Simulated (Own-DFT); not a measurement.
## Calculated data, SiC (4H silicon carbide, atoms displaced)

All values are calculated (Own-DFT development build). A calculation, not a measurement: plane-wave PBE density functional theory by an unreviewed code, no spin, of a simulated periodic cell, stress positive in tension, free energy of the whole cell less one offset for each atom, forces on such cells passed a denser k mesh, this cell's mesh not checked; offsets are fitted by least squares, one for each functional and potential file, so energies compare only between cells with the same atoms and settings and are not formation energies; the far tail of each file's local potential was reset to the Coulomb form; each entry is a single point on an unrelaxed cell, so the pressure reflects the starting lattice, mostly measured values (interpolated for alloys), from which strain is counted, and rises with the displacements; printed positions are rounded, which can move forces by about a meV/angstrom; the program, named Own-DFT, is a retired in-house code; no spin-orbit coupling.

Common to all runs: functional PBE; potential files PseudoDojo norm-conserving, scalar-relativistic, standard set; wave cutoff 42 hartree; occupations Fermi-Dirac; smearing width 0.1 eV; hardware one NVIDIA H100; k mesh 4 x 4 x 3 centred on Gamma.

(1) SiC (4H silicon carbide, atoms displaced)

```
SiC
1.0
      9.2481     0.0000     0.0000
     -4.6241     8.0091     0.0000
      0.0000     0.0000    10.0681
Si C Si C Si C Si C Si C Si C Si C Si C Si C Si C Si C Si C Si C Si C Si C Si C Si C Si C
2 2 2 2 2 2 2 2 2 2 2 2 2 2 2 2 2 2 2 2 2 2 2 2 2 2 2 2 2 2 2 2 2 2 2 2
Direct
  0.00301 0.00793 0.40672
  0.11438 0.22444 0.15544
  0.99917 0.99491 0.10370
  0.11934 0.22898 0.34603
  0.00238 0.33602 0.40428
  0.10822 0.55411 0.15281
  0.99800 0.32933 0.09638
  0.11048 0.55104 0.34124
  0.99649 0.65840 0.40206
  0.11068 0.88549 0.15469
  0.00218 0.66680 0.09384
  0.11113 0.88958 0.34286
  0.32960 0.99849 0.40631
  0.44692 0.22554 0.15645
  0.33256 0.99647 0.09647
  0.43916 0.21634 0.34376
  0.33474 0.33777 0.40703
  0.44420 0.55429 0.15637
  0.33697 0.33552 0.09493
  0.43893 0.55588 0.34808
  0.33365 0.66931 0.41013
  0.43884 0.89059 0.15267
  0.33438 0.66675 0.09316
  0.44557 0.88909 0.34013
  0.67007 0.00552 0.40670
  0.77588 0.22095 0.15683
  0.67121 0.00694 0.09627
  0.77642 0.21829 0.34188
  0.66502 0.33348 0.40199
  0.77455 0.55424 0.15693
  0.67037 0.34269 0.09059
  0.77243 0.55012 0.34684
  0.66488 0.66342 0.40782
  0.77655 0.88939 0.15273
  0.66525 0.66638 0.09527
  0.78004 0.89428 0.34609
  0.00136 0.00069 0.90294
  0.89138 0.78327 0.65401
  0.99810 0.00511 0.59746
  0.88879 0.78001 0.84522
  0.99670 0.65688 0.90847
  0.89294 0.44176 0.65436
  0.99240 0.66203 0.59454
  0.88626 0.44566 0.84325
  0.99445 0.32969 0.90475
  0.88868 0.11220 0.65862
  0.00277 0.33800 0.59782
  0.89278 0.11355 0.84052
  0.66751 0.00030 0.90626
  0.55524 0.77504 0.66168
  0.66920 0.00313 0.59059
  0.55563 0.77241 0.84506
  0.67248 0.67241 0.90769
  0.55246 0.44252 0.65614
  0.67650 0.67249 0.59581
  0.55451 0.44824 0.84031
  0.67117 0.33457 0.90366
  0.55037 0.10970 0.65849
  0.66538 0.33427 0.59182
  0.55624 0.11184 0.84378
  0.33763 0.00186 0.90680
  0.21894 0.77803 0.65548
  0.33897 0.00154 0.59261
  0.22801 0.78029 0.84595
  0.33614 0.67161 0.90629
  0.23087 0.44812 0.65361
  0.33045 0.66326 0.59012
  0.22488 0.44477 0.83992
  0.33826 0.33740 0.90338
  0.21582 0.10281 0.65339
  0.34026 0.33116 0.59460
  0.21866 0.11707 0.84298
```

```
free energy of cell above offsets : -10.707 eV
pressure                          : 3.69 GPa
stress xx                         : -3.36 GPa
stress yy                         : -3.8 GPa
stress zz                         : -3.9 GPa
stress yz                         : -0.1 GPa
stress xz                         : -0.22 GPa
stress xy                         : -0.07 GPa
wall time                         : 369.2 s
```

Force:
```
element  x (eV/Å)  y (eV/Å)  z (eV/Å)
     Si     0.072    -0.952    -0.302
     Si     0.109    -0.616     0.529
      C    -0.178     1.091    -2.315
      C    -0.983    -0.459     -0.28
     Si    -0.136    -0.791     0.635
     Si     0.972    -0.158     0.472
      C    -0.109     0.428    -0.991
      C    -0.243     0.943      0.14
     Si    -0.201     1.201     0.737
     Si    -0.036      0.43     0.725
      C    -0.757    -0.601     0.057
      C    -0.346    -0.765     0.612
     Si     0.905    -0.353    -0.537
     Si    -0.002    -0.627     0.001
      C    -0.865     1.446     -1.24
      C     0.174     1.275    -0.129
     Si     0.882    -0.589     0.252
     Si    -0.442     0.509     0.513
      C     -0.31    -0.331    -0.731
      C     1.179     0.345    -0.679
     Si    -0.162     0.191    -1.651
     Si      2.03     -0.66     1.035
      C    -0.303    -0.041    -0.112
      C    -0.396     0.159     0.863
     Si    -0.345    -1.431    -0.389
     Si    -0.001     0.948    -0.063
      C    -0.744    -1.395    -1.284
      C    -0.112     1.495     0.346
     Si     0.052    -1.361     1.065
     Si     0.407     0.989     0.233
      C     0.309    -1.783     0.242
      C     0.167     0.769    -1.107
     Si    -0.402     1.306     0.107
     Si      0.07     0.124      1.67
      C     0.133     0.238    -0.209
      C     0.149     -0.85    -0.431
     Si     -0.08     0.042     1.481
     Si     0.288    -0.678      0.76
      C     0.746    -0.553    -1.176
      C     1.068    -0.256    -0.228
     Si    -0.148     2.339    -0.523
     Si     -1.93     0.389     0.225
      C     1.026     0.951    -0.519
      C     1.053    -0.815    -0.249
     Si       1.2     0.934     0.197
     Si    -0.573      0.63    -0.916
      C     1.118    -0.861    -1.224
      C    -0.875    -0.773     1.167
     Si     0.272    -0.039    -0.005
     Si     0.194      0.67    -1.834
      C    -0.559    -0.466     1.488
      C    -0.402      1.42     0.495
     Si    -0.271    -1.314    -0.183
     Si     1.548     1.056    -0.202
      C    -1.796    -1.156    -0.324
      C     1.264    -0.111     0.975
     Si    -1.686     0.208    -0.002
     Si     1.582     0.918    -0.945
      C     0.539    -0.411     0.276
      C     0.239      0.02     0.378
     Si    -1.343     0.138     0.114
     Si      0.45    -0.472     0.027
      C    -1.677    -1.052     0.142
      C     -1.18    -0.244    -0.495
     Si     0.355    -1.474     0.002
     Si    -0.628    -1.097     0.373
      C     0.261     1.114     1.402
      C     -0.76     0.483     0.968
     Si    -0.719    -0.052     0.413
     Si     0.782     1.655     0.712
      C    -1.685    -0.327    -0.621
      C     1.787    -0.938     0.066
```

(2) SiC (4H silicon carbide, atoms displaced)

```
SiC
1.0
      9.2481     0.0000     0.0000
     -4.6241     8.0091     0.0000
      0.0000     0.0000    10.0681
Si C Si C Si C Si C Si C Si C Si C Si C Si C Si C Si C Si C Si C Si C Si C Si C Si C Si C
2 2 2 2 2 2 2 2 2 2 2 2 2 2 2 2 2 2 2 2 2 2 2 2 2 2 2 2 2 2 2 2 2 2 2 2
Direct
  0.99992 0.00562 0.40507
  0.10750 0.22212 0.15532
  0.00082 0.99338 0.09648
  0.10901 0.21774 0.34304
  0.99525 0.33240 0.40706
  0.10829 0.55180 0.15625
  0.00558 0.33252 0.09252
  0.10929 0.55310 0.34508
  0.99824 0.66728 0.40492
  0.11212 0.89150 0.15914
  0.99379 0.66403 0.08841
  0.10874 0.89122 0.34181
  0.33685 0.99836 0.40560
  0.44103 0.22268 0.15702
  0.33125 0.99453 0.09140
  0.44599 0.22527 0.34203
  0.33362 0.33592 0.41050
  0.45527 0.56041 0.15637
  0.33017 0.32933 0.09636
  0.44549 0.55567 0.34313
  0.33665 0.66613 0.41072
  0.44431 0.88707 0.15734
  0.32234 0.66448 0.09451
  0.44935 0.89422 0.34391
  0.66909 0.00095 0.40500
  0.78339 0.22871 0.15657
  0.66066 0.00245 0.08873
  0.78041 0.22508 0.34077
  0.66341 0.32850 0.40763
  0.77358 0.55172 0.15431
  0.66500 0.33162 0.09314
  0.77630 0.55007 0.34890
  0.66330 0.65749 0.40633
  0.78172 0.88923 0.15534
  0.67043 0.67111 0.09242
  0.77517 0.88730 0.33786
  0.99952 0.99478 0.90846
  0.88539 0.77474 0.65587
  0.00373 0.00442 0.59203
  0.88169 0.77464 0.84525
  0.00201 0.66603 0.90426
  0.89103 0.44984 0.65402
  0.00500 0.67056 0.59520
  0.89098 0.45132 0.84181
  0.99073 0.32625 0.90423
  0.89084 0.11207 0.65921
  0.00330 0.33502 0.59318
  0.88670 0.11311 0.84441
  0.66999 0.99846 0.91148
  0.55009 0.77703 0.65422
  0.66831 0.00378 0.58845
  0.55751 0.77667 0.84848
  0.67226 0.66855 0.90829
  0.56056 0.44305 0.64986
  0.66848 0.66918 0.59742
  0.55529 0.44617 0.84681
  0.66031 0.33774 0.90498
  0.55961 0.10971 0.65619
  0.67158 0.32946 0.59974
  0.55471 0.11305 0.84051
  0.33312 0.00543 0.90743
  0.22074 0.77513 0.66082
  0.33671 0.00345 0.59450
  0.22137 0.77642 0.84943
  0.33354 0.66534 0.90667
  0.22297 0.44755 0.65154
  0.33169 0.66508 0.59536
  0.22187 0.44549 0.84481
  0.33703 0.33330 0.90548
  0.22248 0.11233 0.66123
  0.33752 0.33744 0.59607
  0.22088 0.10969 0.84107
```

```
free energy of cell above offsets : -10.676 eV
pressure                          : 3.71 GPa
stress xx                         : -3.4 GPa
stress yy                         : -2.75 GPa
stress zz                         : -4.97 GPa
stress yz                         : -0.03 GPa
stress xz                         : 0.13 GPa
stress xy                         : -0.6 GPa
wall time                         : 352.1 s
```

Force:
```
element  x (eV/Å)  y (eV/Å)  z (eV/Å)
     Si     0.191    -1.404     0.066
     Si     1.261     -0.64     0.388
      C    -0.886     1.489    -0.918
      C     -0.39     1.709     0.204
     Si     1.102     0.044    -0.202
     Si    -0.697     0.496     0.014
      C    -1.599    -0.123     -0.31
      C     0.222      0.56     0.133
     Si     0.569     0.295     0.206
     Si     0.732    -1.365    -0.852
      C     0.601     0.107     1.471
      C     0.698    -0.266     1.025
     Si    -1.292     0.606     0.244
     Si     0.785     -0.78    -0.349
      C     -0.37     1.128     0.932
      C    -0.265     -0.55     0.972
     Si     0.046    -0.861    -1.042
     Si    -2.354    -0.869    -0.432
      C     0.169     0.957    -0.674
      C    -0.064    -0.119     0.544
     Si     -0.85     0.414    -1.392
     Si    -0.575     -0.11    -0.578
      C     2.488     0.337     0.151
      C     0.056     -1.16      0.22
     Si     0.143     0.149    -0.732
     Si    -0.439    -0.962     -0.76
      C     1.737     0.028     2.096
      C    -0.437    -0.588     0.706
     Si     0.452     0.183     0.093
     Si     0.555     0.417     0.457
      C    -0.305     0.198    -0.065
      C    -0.203     0.229    -0.897
     Si     0.062     1.677     0.197
     Si    -1.143      0.42    -0.351
      C     0.172    -0.521     0.385
      C     0.388    -0.272     1.569
     Si    -0.503     0.645    -0.318
     Si     0.625     1.259     0.226
      C    -0.356    -0.692     0.616
      C     1.854     0.755    -0.658
     Si    -0.709      0.26     0.365
     Si     0.915    -0.484     0.644
      C    -0.873    -0.261    -0.611
      C    -0.279     -1.44     0.212
     Si     0.853     2.195     0.092
     Si     -0.19     0.001    -0.877
      C    -0.683    -0.167     0.086
      C     0.866    -1.301      0.28
     Si    -1.575     0.258    -1.907
     Si     1.206     0.619     1.052
      C     0.677    -0.805     0.985
      C    -0.332      0.22    -0.788
     Si     -1.56    -0.731    -0.418
     Si     -0.54     0.319     1.765
      C    -0.489    -0.671    -1.225
      C     -0.24     0.413    -1.074
     Si     2.035    -0.816    -0.039
     Si    -0.851    -0.106      0.27
      C    -0.806      0.57    -1.695
      C     0.468    -0.216     1.077
     Si     1.034    -1.061    -0.538
     Si     0.142     1.224     -0.11
      C    -0.062    -0.625    -0.021
      C     0.249     0.765    -0.948
     Si    -0.217     0.011     0.473
     Si     0.404    -0.754     1.705
      C    -0.132     0.583     -0.31
      C    -0.043    -0.729    -0.472
     Si    -1.388     0.174     0.293
     Si     0.416    -0.033    -1.854
      C    -0.126    -0.435    -0.268
      C     -0.35     0.205     1.473
```

(3) SiC (4H silicon carbide, atoms displaced)

```
SiC
1.0
      9.2481     0.0000     0.0000
     -4.6241     8.0091     0.0000
      0.0000     0.0000    10.0681
Si C Si C Si C Si C Si C Si C Si C Si C Si C Si C Si C Si C Si C Si C Si C Si C Si C Si C
2 2 2 2 2 2 2 2 2 2 2 2 2 2 2 2 2 2 2 2 2 2 2 2 2 2 2 2 2 2 2 2 2 2 2 2
Direct
  0.99993 0.99861 0.40450
  0.10526 0.21926 0.15381
  0.00129 0.99881 0.09293
  0.11204 0.21321 0.34595
  0.99759 0.33142 0.40904
  0.11031 0.55403 0.15674
  0.00422 0.33391 0.09604
  0.11081 0.55534 0.34401
  0.00093 0.66256 0.40073
  0.11496 0.89167 0.15635
  0.99864 0.67011 0.09696
  0.10912 0.88374 0.34295
  0.33552 0.00029 0.40814
  0.44102 0.22900 0.15590
  0.33353 0.00035 0.09340
  0.44472 0.22296 0.34327
  0.33606 0.33004 0.40908
  0.44365 0.55353 0.15728
  0.32830 0.33223 0.09376
  0.44871 0.55622 0.34044
  0.33399 0.66890 0.40391
  0.44584 0.89076 0.15715
  0.34137 0.67326 0.09338
  0.43557 0.88217 0.34033
  0.66727 0.00217 0.40696
  0.77075 0.21663 0.15722
  0.67300 0.00222 0.09174
  0.77633 0.22162 0.34318
  0.65858 0.33191 0.40253
  0.77908 0.56426 0.15662
  0.66729 0.33298 0.09325
  0.78212 0.55906 0.34882
  0.66426 0.66190 0.40260
  0.77405 0.88724 0.15725
  0.66728 0.66658 0.09043
  0.77808 0.88930 0.34895
  0.00331 0.00062 0.90640
  0.88671 0.77819 0.65342
  0.99921 0.99764 0.59391
  0.89327 0.78100 0.84191
  0.00029 0.66757 0.90483
  0.89354 0.44828 0.65750
  0.99774 0.66345 0.59788
  0.89186 0.44094 0.84350
  0.99826 0.33509 0.90808
  0.88999 0.10433 0.64585
  0.99398 0.32625 0.59514
  0.88317 0.10689 0.84576
  0.67097 0.99954 0.90673
  0.55868 0.77783 0.65952
  0.66561 0.99865 0.59348
  0.54847 0.77027 0.84341
  0.66852 0.67154 0.90744
  0.55411 0.44409 0.65175
  0.66071 0.66622 0.58738
  0.55755 0.44042 0.84543
  0.67114 0.33007 0.90684
  0.55335 0.11273 0.65854
  0.66935 0.33278 0.59863
  0.55136 0.11140 0.83961
  0.32748 0.99413 0.90304
  0.22574 0.78517 0.65550
  0.33300 0.99863 0.59402
  0.21505 0.77749 0.84564
  0.33547 0.66732 0.91165
  0.21775 0.44392 0.66056
  0.33037 0.65702 0.59615
  0.22488 0.44635 0.84804
  0.33203 0.33002 0.90666
  0.22324 0.11172 0.65319
  0.33168 0.33376 0.59489
  0.21816 0.11397 0.84655
```

```
free energy of cell above offsets : -10.696 eV
pressure                          : 3.7 GPa
stress xx                         : -3.04 GPa
stress yy                         : -3.83 GPa
stress zz                         : -4.23 GPa
stress yz                         : 0.45 GPa
stress xz                         : 0 GPa
stress xy                         : -0.01 GPa
wall time                         : 366.2 s
```

Force:
```
element  x (eV/Å)  y (eV/Å)  z (eV/Å)
     Si     0.382    -0.896     0.316
     Si     1.003    -0.193     0.947
      C    -0.513    -0.212     0.254
      C    -0.851     1.731    -0.447
     Si     0.703    -0.147     -0.64
     Si     0.087     0.644    -0.234
      C    -1.589    -0.082    -0.273
      C     0.688    -0.788    -0.042
     Si     -0.23      0.72     1.768
     Si     -0.28    -0.182     0.015
      C     0.782      -0.4    -0.827
      C     0.241     0.844     0.524
     Si    -0.731    -0.558    -0.869
     Si     1.196    -1.158    -0.588
      C     0.213     0.556    -0.136
      C    -0.327    -0.621     0.068
     Si    -1.291      0.61    -0.511
     Si    -0.007     0.254    -0.853
      C    -0.009     0.363     0.016
      C    -0.907    -0.726      0.67
     Si     0.379    -1.312     0.924
     Si    -0.038     0.364    -0.806
      C    -0.763    -0.976     0.793
      C     1.105     1.627     0.996
     Si    -0.395    -0.855     -0.11
     Si     0.935     1.343    -0.169
      C    -1.181    -0.654     0.498
      C    -0.386     0.035     0.329
     Si     2.067       0.6     1.321
     Si     0.796    -1.467     0.132
      C    -0.449     0.449     0.518
      C    -0.814    -0.991    -1.316
     Si     0.087     1.266     0.586
     Si     1.113     0.295     0.221
      C    -0.719     0.279     0.961
      C     -0.37    -0.314    -1.104
     Si     -1.27    -0.125    -0.037
     Si     0.115    -0.833     0.205
      C     0.924    -0.098    -0.888
      C    -0.804    -0.455     0.142
     Si    -0.708    -0.662     0.608
     Si    -0.356    -1.264     -0.01
      C     0.365     1.171    -1.387
      C    -0.772     0.916     0.418
     Si     1.261    -0.943    -0.126
     Si    -1.441     0.652     2.478
      C     0.486     0.954    -0.198
      C     1.405      0.79    -0.972
     Si    -1.564      -0.5    -0.784
     Si    -1.065    -0.524    -1.025
      C    -0.451    -0.077    -0.005
      C     0.809     1.466     0.573
     Si     0.566    -1.293    -1.088
     Si     0.468     0.136      1.39
      C     1.046     -0.09     0.993
      C     -0.37     0.811    -0.195
     Si    -1.087     0.327    -0.415
     Si     1.067    -0.061    -0.662
      C    -0.742     0.258    -1.544
      C     0.745    -0.877     1.605
     Si     0.041     1.483     0.812
     Si     0.108    -2.437     0.418
      C     0.004      0.93    -0.337
      C     1.759    -0.185    -0.458
     Si    -0.935    -0.168    -1.184
     Si     0.375    -0.686    -0.167
      C    -0.519     2.182    -0.664
      C    -0.538    -0.394    -0.084
     Si      0.37     1.036    -0.086
     Si    -0.515     0.009      1.03
      C     0.053    -0.243    -0.169
      C     1.243    -0.652    -1.123
```

(4) SiC (4H silicon carbide, atoms displaced)

```
SiC
1.0
      9.2481     0.0000     0.0000
     -4.6241     8.0091     0.0000
      0.0000     0.0000    10.0681
Si C Si C Si C Si C Si C Si C Si C Si C Si C Si C Si C Si C Si C Si C Si C Si C Si C Si C
2 2 2 2 2 2 2 2 2 2 2 2 2 2 2 2 2 2 2 2 2 2 2 2 2 2 2 2 2 2 2 2 2 2 2 2
Direct
  0.99983 0.00689 0.40997
  0.10958 0.21740 0.15779
  0.00227 0.00807 0.09403
  0.10999 0.22031 0.34341
  0.99578 0.32955 0.40704
  0.11524 0.55617 0.15812
  0.00396 0.33679 0.09288
  0.10992 0.56085 0.34399
  0.00251 0.66769 0.40602
  0.11009 0.88880 0.16081
  0.98865 0.66559 0.09235
  0.10363 0.88321 0.34540
  0.33809 0.00794 0.40339
  0.44379 0.22361 0.15649
  0.34218 0.00070 0.08740
  0.43816 0.21894 0.34241
  0.32992 0.33452 0.40374
  0.44160 0.55052 0.15576
  0.32820 0.32533 0.10021
  0.44050 0.55838 0.34344
  0.32966 0.66608 0.40579
  0.44735 0.89004 0.15984
  0.33286 0.66577 0.09085
  0.44780 0.88795 0.34505
  0.66403 0.98885 0.40730
  0.77297 0.21818 0.15249
  0.67052 0.00152 0.09348
  0.77422 0.22322 0.33946
  0.66369 0.33400 0.40724
  0.77962 0.55519 0.15086
  0.66405 0.33458 0.09396
  0.77231 0.55618 0.34238
  0.66858 0.66479 0.40249
  0.77816 0.88588 0.15745
  0.66601 0.66061 0.08882
  0.78145 0.89015 0.34327
  0.99608 0.00001 0.90392
  0.88397 0.77614 0.65897
  0.99566 0.00176 0.59679
  0.88879 0.77854 0.84676
  0.99915 0.66896 0.90512
  0.89207 0.44703 0.65564
  0.00220 0.66985 0.59342
  0.88900 0.44637 0.84092
  0.00427 0.33715 0.90781
  0.89090 0.11298 0.66036
  0.99984 0.33483 0.59680
  0.88673 0.10863 0.84566
  0.66310 0.99537 0.90456
  0.54744 0.77097 0.65726
  0.66167 0.99019 0.59366
  0.55912 0.78159 0.83773
  0.66836 0.66906 0.90369
  0.54972 0.44433 0.65831
  0.67440 0.67343 0.59611
  0.55440 0.44929 0.84842
  0.66656 0.33715 0.90772
  0.55547 0.10880 0.65630
  0.67017 0.33817 0.59600
  0.55168 0.11140 0.84385
  0.33168 0.99690 0.91207
  0.21654 0.77926 0.65603
  0.33196 0.99640 0.59743
  0.22424 0.77760 0.84126
  0.33369 0.66597 0.90618
  0.21830 0.43693 0.65433
  0.33426 0.66509 0.59167
  0.22445 0.44012 0.84392
  0.33417 0.33528 0.90980
  0.21758 0.11462 0.65689
  0.33596 0.33549 0.59059
  0.22876 0.11487 0.83963
```

```
free energy of cell above offsets : -10.654 eV
pressure                          : 3.75 GPa
stress xx                         : -3.03 GPa
stress yy                         : -3.07 GPa
stress zz                         : -5.15 GPa
stress yz                         : -0.22 GPa
stress xz                         : -0.23 GPa
stress xy                         : -0.15 GPa
wall time                         : 362.3 s
```

Force:
```
element  x (eV/Å)  y (eV/Å)  z (eV/Å)
     Si     0.621    -1.532    -0.224
     Si    -0.884     1.175    -0.139
      C      0.45    -2.099    -0.384
      C    -0.524      0.67     0.469
     Si    -0.377      0.61    -0.453
     Si    -1.382     0.137    -0.723
      C    -0.318    -0.521     0.557
      C     0.803    -1.289     0.135
     Si    -1.486     -0.33     0.266
     Si    -0.073     0.149    -1.299
      C     2.972     0.906    -0.097
      C     0.692     1.815     0.281
     Si     -0.31    -2.368     1.314
     Si     0.638    -0.711    -0.277
      C    -1.456    -0.258     3.065
      C     0.345     1.389     0.133
     Si     0.508     0.175     0.093
     Si     0.124     0.535    -0.152
      C    -0.032     1.028    -1.095
      C     0.852     -0.41    -0.077
     Si     0.161     0.329     0.312
     Si     0.413    -0.284    -0.949
      C     0.378     0.278     0.686
      C    -1.112     0.067    -0.153
     Si    -0.287     1.818    -0.006
     Si     0.581     1.199     0.299
      C    -0.283    -1.167    -0.244
      C     0.379    -0.751     1.098
     Si     0.237     0.003    -0.208
     Si    -1.313    -0.616     1.374
      C     0.477    -0.363    -0.176
      C     1.506    -0.537    -0.302
     Si    -1.019     0.702     1.087
     Si         0     0.253    -0.667
      C    -0.897     0.853     0.796
      C    -0.124    -0.532     0.148
     Si      1.29     0.632     0.544
     Si     1.238     0.775    -0.123
      C     0.712    -0.075    -0.271
      C     0.027     0.176    -0.593
     Si      0.62    -0.304     0.082
     Si     -0.62     0.196     0.076
      C    -0.796    -0.446    -0.062
      C      0.21    -0.043     0.917
     Si    -0.495     -0.56    -0.424
     Si    -1.335    -0.649    -0.452
      C    -0.044    -0.672    -0.821
      C    -0.324     0.855     0.082
     Si    -0.341     1.241     0.118
     Si     1.063     0.736    -0.999
      C     0.182      1.37      0.18
      C    -0.476    -1.147     1.709
     Si    -0.479     0.076     0.195
     Si     1.466     0.715    -0.018
      C    -1.718    -1.775     -0.87
      C     0.282    -0.537    -0.684
     Si     0.128    -0.695    -0.675
     Si    -0.156     0.172     0.006
      C    -0.505    -0.796    -0.337
      C     0.794     0.116     0.451
     Si     0.087     0.463    -2.941
     Si      1.65    -0.264    -0.111
      C    -0.716     1.311     -1.33
      C     -0.59    -0.236     0.985
     Si     0.137     0.044    -0.831
     Si     0.323     1.562      0.33
      C    -1.287    -0.699     0.402
      C    -0.692     0.749    -0.115
     Si     0.307    -0.867    -0.001
     Si     1.558    -0.665    -0.479
      C    -0.711    -0.591    -0.064
      C    -1.048    -0.491     1.636
```
